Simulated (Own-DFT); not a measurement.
Hf36O71 (tetragonal hafnia with one neutral oxygen vacancy, atoms displaced) (calculated)

Computed with Own-DFT development build. A calculation, not a measurement: plane-wave PBE and HSE06 DFT by an unreviewed code, no spin, of a simulated cell at Gamma alone, so results move with cell size and shape, stress positive in tension, energies less offsets, not probed for a lower state with spin; hafnium file: forces about 75 meV/angstrom off all-electron values; oxygen file: force components 24 meV/angstrom off all-electron in a glass; k mesh not checked against a denser one; forces and stress are PBE's, HSE06 gives the energy alone, and its difference from PBE has offsets of its own; offsets are fitted by least squares, one for each functional and potential file, so energies compare only between cells with the same atoms and settings and are not formation energies; the far tail of each file's local potential was reset to the Coulomb form; each entry is a single point on an unrelaxed cell, so the pressure reflects the starting lattice, taken from the Materials Project, from which strain is counted, and rises with the displacements; printed positions are rounded, which can move forces by about a meV/angstrom; the program is a retired in-house code; no spin-orbit coupling.

Settings shared by all entries: first functional PBE; second functional HSE06; exact exchange share 0.25; screening 0.11 1/bohr; exchange divergence Gygi-Baldereschi; potential files PseudoDojo norm-conserving, scalar-relativistic, made for PBE, standard set; wave cutoff 48 hartree; occupations fixed; k mesh 1 x 1 x 1 centred on Gamma.

(1) Hf36O71 (tetragonal hafnia with one neutral oxygen vacancy, atoms displaced)

```
cell vectors (Å)
  10.7800     0.0000     0.0000
   0.0000    10.7800     0.0000
   0.0000     0.0000    10.4493
atoms (fractions of the cell vectors)
Hf  0.00468  0.99431  0.99750
Hf  0.16713  0.16637  0.24227
O   0.00523  0.16266  0.15478
O   0.14913  0.99956  0.34642
O   0.99653  0.15538  0.40789
O   0.17732  0.99668  0.08524
Hf  0.98789  0.00572  0.48834
Hf  0.17288  0.16248  0.76022
O   0.02362  0.16282  0.64781
O   0.17159  0.99779  0.84691
O   0.00956  0.16387  0.90128
O   0.17059  0.99553  0.57820
Hf  0.00542  0.32968  0.01076
Hf  0.16083  0.48472  0.24491
O   0.99911  0.49716  0.14926
O   0.17164  0.33387  0.34960
O   0.01257  0.50752  0.39850
O   0.16715  0.33532  0.09336
Hf  0.00619  0.33654  0.48648
Hf  0.17704  0.50791  0.75015
O   0.99773  0.49096  0.65346
O   0.17003  0.32746  0.84519
O   0.98897  0.49541  0.89747
O   0.16523  0.34391  0.60656
Hf  0.00610  0.66083  0.00835
Hf  0.15065  0.84203  0.26022
O   0.98158  0.84241  0.14812
O   0.16223  0.66990  0.33507
O   0.99622  0.83433  0.39375
O   0.17202  0.67686  0.09838
Hf  0.99309  0.67358  0.49608
Hf  0.16427  0.83222  0.74413
O   0.99675  0.82845  0.65964
O   0.16317  0.66998  0.84453
O   0.99175  0.83058  0.91832
O   0.17500  0.66919  0.58575
Hf  0.33054  0.00585  0.98777
Hf  0.49640  0.15874  0.26200
O   0.33731  0.17420  0.17067
O   0.49138  0.00699  0.34554
O   0.33852  0.15744  0.41127
O   0.50111  0.99520  0.09649
Hf  0.33899  0.00092  0.49962
Hf  0.51495  0.15435  0.73938
O   0.32598  0.15126  0.65023
O   0.50510  0.99487  0.84772
O   0.33125  0.17047  0.89888
O   0.50133  0.00744  0.59678
Hf  0.33604  0.32552  0.99604
Hf  0.50400  0.49540  0.25523
O   0.33801  0.51374  0.14990
O   0.50228  0.33798  0.35381
O   0.33048  0.51204  0.41136
O   0.48963  0.33701  0.10438
Hf  0.33350  0.32756  0.49571
Hf  0.49726  0.50145  0.73569
O   0.33634  0.50473  0.65122
O   0.50176  0.33579  0.84514
O   0.33435  0.50583  0.89166
O   0.49631  0.33526  0.60020
Hf  0.32705  0.66998  0.00871
Hf  0.50481  0.82345  0.24666
O   0.34007  0.83207  0.15372
O   0.49935  0.66658  0.33893
O   0.31549  0.83547  0.40269
O   0.49178  0.67406  0.09438
Hf  0.34451  0.66243  0.50678
Hf  0.50439  0.83358  0.75188
O   0.33520  0.84317  0.65314
O   0.48942  0.66465  0.85805
O   0.32115  0.84295  0.89498
O   0.50561  0.65847  0.60977
Hf  0.65882  0.00629  0.00669
Hf  0.84705  0.16533  0.24659
O   0.66850  0.16838  0.15626
O   0.82276  0.00800  0.34917
O   0.66275  0.16457  0.39509
O   0.83486  0.00248  0.10761
Hf  0.64613  0.99651  0.47893
Hf  0.84618  0.17836  0.75018
O   0.66616  0.16917  0.65274
O   0.83657  0.98940  0.84046
O   0.66313  0.17011  0.90029
O   0.82935  0.00403  0.59595
Hf  0.66712  0.32878  0.01390
Hf  0.83403  0.50220  0.24004
O   0.67184  0.50664  0.14500
O   0.84665  0.33156  0.35277
O   0.66410  0.50134  0.40928
O   0.83272  0.33067  0.09178
Hf  0.67032  0.33502  0.50388
Hf  0.84474  0.49583  0.74273
O   0.68249  0.50683  0.65302
O   0.84652  0.33472  0.84703
O   0.66066  0.50214  0.92844
O   0.83173  0.33626  0.59900
Hf  0.67116  0.67560  0.01522
Hf  0.83694  0.82635  0.24571
O   0.83495  0.66911  0.34163
O   0.66515  0.82366  0.41096
O   0.83793  0.65979  0.10382
Hf  0.67215  0.66572  0.50261
Hf  0.84559  0.84159  0.74885
O   0.67274  0.82243  0.66649
O   0.83481  0.67637  0.85098
O   0.66433  0.83020  0.91120
O   0.83507  0.66055  0.59194
```

The calculation gives: PBE energy of cell above offsets -89.015 eV; HSE06 less PBE above offsets 0.527 eV; PBE pressure 5.47 GPa; PBE stress xx -5.73 GPa; PBE stress yy -4.6 GPa; PBE stress zz -6.08 GPa; PBE stress yz 1.03 GPa; PBE stress xz 1.08 GPa; PBE stress xy 0.23 GPa.

Force:
```tsv
element	x (eV/Å)	y (eV/Å)	z (eV/Å)
Hf	-1.352	-0.071	-0.132
Hf	1.12	-1.756	1.886
O	0.743	0.704	-1.174
O	0.578	2.775	-1.397
O	0.206	5.435	-2.969
O	-2.059	0.788	2.038
Hf	0.906	-3.083	4.017
Hf	-0.193	0.825	-2.032
O	-3.256	0.306	0.159
O	-1.064	-0.303	-0.126
O	-0.978	0.074	0.809
O	-1.724	-0.975	0.87
Hf	-1.847	0.757	-4.543
Hf	2.391	5.008	0.705
O	0.537	-0.509	-0.415
O	-0.348	-2.061	0.117
O	-0.534	-1.212	-0.101
O	1.05	-0.181	1.845
Hf	-0.071	0.372	3.146
Hf	-0.825	-2.014	0.091
O	2.181	0.785	-1.6
O	-0.1	1.817	1.133
O	1.614	0.559	2.058
O	1.288	-0.106	-2.423
Hf	-1.048	0.143	-2.733
Hf	3.042	-3.162	-1.548
O	3.873	-0.28	-0.259
O	-0.796	-0.767	-0.23
O	-0.688	0.056	0.502
O	-3.332	-0.321	0.233
Hf	2.383	-0.758	-0.056
Hf	2.438	0.591	-0.275
O	2.361	-0.394	-2.364
O	-0.609	0.017	0.248
O	1.254	-0.023	-1.136
O	-1.73	-0.063	1.206
Hf	1.767	-3.096	0.161
Hf	2.242	3.843	-2.156
O	-1.595	-0.16	-1.918
O	1.009	-4.538	1.522
O	-0.395	2.972	-1.872
O	-0.702	0.721	0.629
Hf	-2.735	-2.899	1.879
Hf	-2.659	2.197	2.269
O	1.764	1.084	0.262
O	-0.041	1.24	0.128
O	0.416	-0.972	0.595
O	0.798	-0.601	0.168
Hf	1.389	3.33	-1.629
Hf	-0.705	0.891	-1.803
O	-1.323	-1.179	1.1
O	-0.729	-1.111	0.199
O	0.204	-3.395	-1.519
O	1.549	-0.089	0.079
Hf	-0.461	1.115	2.075
Hf	1.88	0.042	4.365
O	-0.714	0.061	-1.001
O	-0.455	-0.968	-0.138
O	-1.338	-1.435	1.066
O	0.494	-0.127	-0.84
Hf	2.808	0.529	-2.204
Hf	-1.729	0.201	-1.936
O	-0.91	0.524	0.417
O	0.128	-0.576	1.679
O	1.148	-0.267	0.33
O	2.693	0.615	1.407
Hf	-1.313	2.655	-0.766
Hf	-0.2	-2.624	1.593
O	0.904	-0.676	0.041
O	0.39	1.078	-2.009
O	0.53	-0.84	0.879
O	0.241	0.747	-1.578
Hf	1.83	-0.922	-1.125
Hf	-3.452	-0.919	0.863
O	-0.395	0.171	-0.169
O	0.47	-1.625	-0.428
O	-0.497	1.165	1.017
O	-0.528	0.653	-1.407
Hf	3.963	0.837	1.864
Hf	0.209	-2.021	-0.876
O	2.439	0.667	-1.121
O	0.379	4.645	2.071
O	0.504	-0.563	0.275
O	-0.289	-0.063	-0.67
Hf	-2.723	1.693	-2.685
Hf	-0.983	0.214	1.197
O	-0.72	-1.028	3.341
O	-0.257	0.675	-1.052
O	0.311	-0.609	-1.165
O	1.719	-0.128	1.821
Hf	-0.866	-0.554	0.089
Hf	-1.111	1.886	3.017
O	-2.628	-0.946	-0.29
O	-0.681	-1.008	0.082
O	0.562	-0.716	-1.4
O	1.329	-1.213	-0.235
Hf	-1.509	-1.509	-2.967
Hf	-2.751	2.055	0.626
O	0.065	-1.728	1.051
O	-0.635	1.864	-1.44
O	0.764	0.52	0.637
Hf	-0.269	-0.91	1.915
Hf	-3.732	-2.833	0.991
O	-0.882	0.257	-1.289
O	0.275	-1.386	-0.509
O	-0.44	1.748	1.267
O	0.772	0.375	-0.322
```

(2) Hf36O71 (tetragonal hafnia with one neutral oxygen vacancy, atoms displaced)

```
cell vectors (Å)
  10.7800     0.0000     0.0000
   0.0000    10.7800     0.0000
   0.0000     0.0000    10.4493
atoms (fractions of the cell vectors)
Hf  0.00283  0.99663  0.00036
Hf  0.16543  0.17032  0.24819
O   0.99750  0.16655  0.15299
O   0.16589  0.99879  0.34614
O   0.00145  0.16845  0.40016
O   0.16455  0.99474  0.09978
Hf  0.99967  0.00424  0.50012
Hf  0.16447  0.16530  0.74918
O   0.00095  0.16664  0.65098
O   0.16496  0.00273  0.84333
O   0.99864  0.16367  0.90539
O   0.16318  0.00314  0.59685
Hf  0.99510  0.33928  0.99799
Hf  0.16760  0.50142  0.25580
O   0.00184  0.50060  0.15271
O   0.16797  0.33596  0.34942
O   0.16194  0.32960  0.09969
Hf  0.99840  0.33327  0.50213
Hf  0.16408  0.49607  0.75556
O   0.99892  0.49284  0.65692
O   0.17087  0.33031  0.84883
O   0.99620  0.49945  0.90473
O   0.16741  0.33233  0.59749
Hf  0.99734  0.66464  0.99798
Hf  0.16737  0.83281  0.24615
O   0.00061  0.83787  0.14950
O   0.16909  0.66607  0.34852
O   0.00737  0.82991  0.40338
O   0.16435  0.66391  0.10240
Hf  0.00018  0.67017  0.49840
Hf  0.16660  0.83404  0.74720
O   0.00015  0.83090  0.65175
O   0.16510  0.66570  0.84872
O   0.00303  0.83520  0.89811
O   0.16435  0.66635  0.59182
Hf  0.33215  0.99854  0.99552
Hf  0.49844  0.16559  0.24996
O   0.33471  0.17125  0.15215
O   0.50212  0.00346  0.34741
O   0.33099  0.16705  0.40549
O   0.49797  0.99933  0.10001
Hf  0.33371  0.00077  0.50054
Hf  0.50075  0.16409  0.75201
O   0.33770  0.16931  0.64979
O   0.49903  0.99701  0.85138
O   0.33067  0.16712  0.90337
O   0.50286  0.00043  0.60041
Hf  0.33536  0.33538  0.99992
Hf  0.49500  0.50311  0.24411
O   0.32895  0.49954  0.15206
O   0.49643  0.33045  0.34924
O   0.33387  0.50110  0.39873
O   0.49551  0.33319  0.10043
Hf  0.33263  0.33834  0.49897
Hf  0.50036  0.50254  0.75068
O   0.33236  0.50749  0.64937
O   0.49940  0.33164  0.84909
O   0.33276  0.50060  0.90676
O   0.50047  0.33808  0.59363
Hf  0.33298  0.67083  0.00014
Hf  0.49820  0.83985  0.24841
O   0.33679  0.83343  0.15312
O   0.49652  0.66464  0.35487
O   0.32891  0.83379  0.40102
O   0.49957  0.66784  0.09949
Hf  0.33071  0.66171  0.49791
Hf  0.50370  0.83617  0.75239
O   0.33340  0.83269  0.65199
O   0.49905  0.66661  0.84764
O   0.33065  0.83257  0.90309
O   0.50091  0.66829  0.60132
Hf  0.67132  0.99952  0.00095
Hf  0.83109  0.16403  0.24966
O   0.66261  0.16268  0.15088
O   0.83297  0.99858  0.34665
O   0.67241  0.16717  0.40391
O   0.83481  0.99775  0.10139
Hf  0.66545  0.00326  0.50125
Hf  0.83464  0.16994  0.74609
O   0.66245  0.16822  0.65497
O   0.83723  0.00097  0.84544
O   0.66418  0.16928  0.90196
O   0.83123  0.99764  0.59627
Hf  0.66630  0.33586  0.99811
Hf  0.83310  0.50057  0.25191
O   0.66632  0.49986  0.15073
O   0.83121  0.33451  0.34226
O   0.66515  0.50352  0.40172
O   0.83493  0.32980  0.10251
Hf  0.67116  0.33299  0.50018
Hf  0.83187  0.49811  0.74986
O   0.66653  0.50211  0.64943
O   0.83147  0.33865  0.84538
O   0.66728  0.50131  0.89887
O   0.83395  0.33499  0.60084
Hf  0.66631  0.66600  0.99582
Hf  0.82995  0.83346  0.25193
O   0.66294  0.83385  0.15731
O   0.83276  0.66319  0.34242
O   0.67033  0.83263  0.40257
O   0.83301  0.66962  0.09542
Hf  0.66688  0.66933  0.49988
Hf  0.83825  0.83076  0.75145
O   0.66915  0.83356  0.65641
O   0.83318  0.66426  0.84441
O   0.66903  0.83489  0.90538
O   0.83375  0.67040  0.59711
```

Results for Hf36O71 (tetragonal hafnia with one neutral oxygen vacancy, atoms displaced): PBE energy of cell above offsets -101.247 eV; HSE06 less PBE above offsets -0.164 eV; PBE pressure 0.67 GPa; PBE stress xx 0.5 GPa; PBE stress yy -1.24 GPa; PBE stress zz -1.26 GPa; PBE stress yz 0.21 GPa; PBE stress xz -0.21 GPa; PBE stress xy -0.03 GPa.

Force:
```tsv
element	x (eV/Å)	y (eV/Å)	z (eV/Å)
Hf	-0.579	0.457	0.366
Hf	-0.054	-0.192	-0.008
O	0.193	-0.386	0.276
O	-0.056	0.492	-0.08
O	-0.284	0.049	0.485
O	1.07	0.32	-0.664
Hf	0.103	-0.72	-0.787
Hf	1.098	0.467	-0.154
O	-0.684	0.013	-0.076
O	0.312	-0.765	0.484
O	-0.08	1.14	-0.55
O	0.631	-0.1	0.101
Hf	0.831	-1.983	1.498
Hf	-0.418	-0.074	-0.832
O	-0.603	0.042	0.501
O	-0.456	-0.134	0.208
O	0.335	0.113	-0.575
Hf	0.867	0.788	-0.589
Hf	0.718	0.339	-0.9
O	0.245	0.159	-0.242
O	-0.529	0.562	-0.15
O	0.326	0.4	-0.65
O	-0.424	0.111	0.125
Hf	0.71	0.9	0.847
Hf	-0.262	0.3	0.686
O	-0.516	-0.48	0.306
O	-0.363	-0.196	-0.015
O	-0.628	0.904	-0.197
O	0.24	0.563	-0.845
Hf	-0.082	-0.77	0.005
Hf	0.082	-0.389	-0.068
O	0.223	0.248	-0.054
O	-0.057	-0.039	-0.244
O	-0.241	-0.771	0.195
O	-0.242	0.063	0.732
Hf	0.164	0.74	0.928
Hf	-0.42	0.949	-0.173
O	-0.535	-0.455	0.143
O	-0.014	-0.456	0.69
O	-0.101	-0.123	-0.207
O	0.089	-0.182	-0.547
Hf	-0.436	-0.12	-0.202
Hf	-0.716	0.418	0.045
O	-0.604	-0.378	0.696
O	-0.077	0.556	0.015
O	0.25	-0.453	-0.107
O	-0.419	-0.198	-0.054
Hf	-0.984	-0.707	0.538
Hf	0.691	-0.337	1.226
O	0.441	0.024	-0.143
O	0.259	0.505	-0.553
O	-0.147	-0.36	-0.14
O	1.242	0.359	-0.499
Hf	0.641	-0.919	0.019
Hf	-0.148	-0.341	-1.02
O	-0.297	-0.466	0.66
O	-0.004	0.555	-0.133
O	0.07	0.382	-0.575
O	0.217	0.094	0.376
Hf	-0.468	-0.776	0.562
Hf	-0.018	-1.033	0.917
O	-0.732	-0.182	-0.606
O	0.073	0.695	-1.086
O	0.384	0.28	0.267
O	0.08	-0.28	-0.364
Hf	0.921	1.049	0.315
Hf	-0.308	-0.882	-1.101
O	0.057	0.414	0.399
O	0.16	0.431	0.501
O	-0.114	0.244	-0.292
O	0.011	0.023	-0.203
Hf	-0.44	0.712	0.446
Hf	0.319	0.268	-0.521
O	0.602	0.144	0.107
O	0.244	0.033	0.379
O	0.032	0.007	0.033
O	-0.414	0.018	-0.56
Hf	0.283	-0.725	-0.186
Hf	-0.262	-0.792	0.89
O	1.084	0.053	-0.409
O	-0.532	0.148	0.042
O	0.383	-0.476	0.18
O	0.408	0.569	0.028
Hf	-0.356	-0.309	0.864
Hf	-0.144	-0.399	-0.566
O	-0.182	-0.041	-0.342
O	0.373	-0.157	1.164
O	0.288	-0.746	0.1
O	-0.783	0.248	-1.159
Hf	-1.435	1.134	-0.512
Hf	-0.385	0.867	-1.013
O	0.223	-0.198	0.547
O	0.076	-1.298	0.665
O	-0.196	-0.172	0.119
O	-0.083	-0.537	-0.26
Hf	-0.108	0.036	0.927
Hf	0.473	-0.033	-0.51
O	0.633	0.106	-0.553
O	0.574	0.787	0.664
O	-0.074	0.593	0.19
O	-0.249	0.002	-0.36
Hf	-0.75	-0.676	0.264
Hf	-0.395	0.51	-0.478
O	-0.198	0.072	0.099
O	0.115	0.267	0.579
O	-0.066	-0.359	-0.08
O	0.312	-0.16	-0.207
```
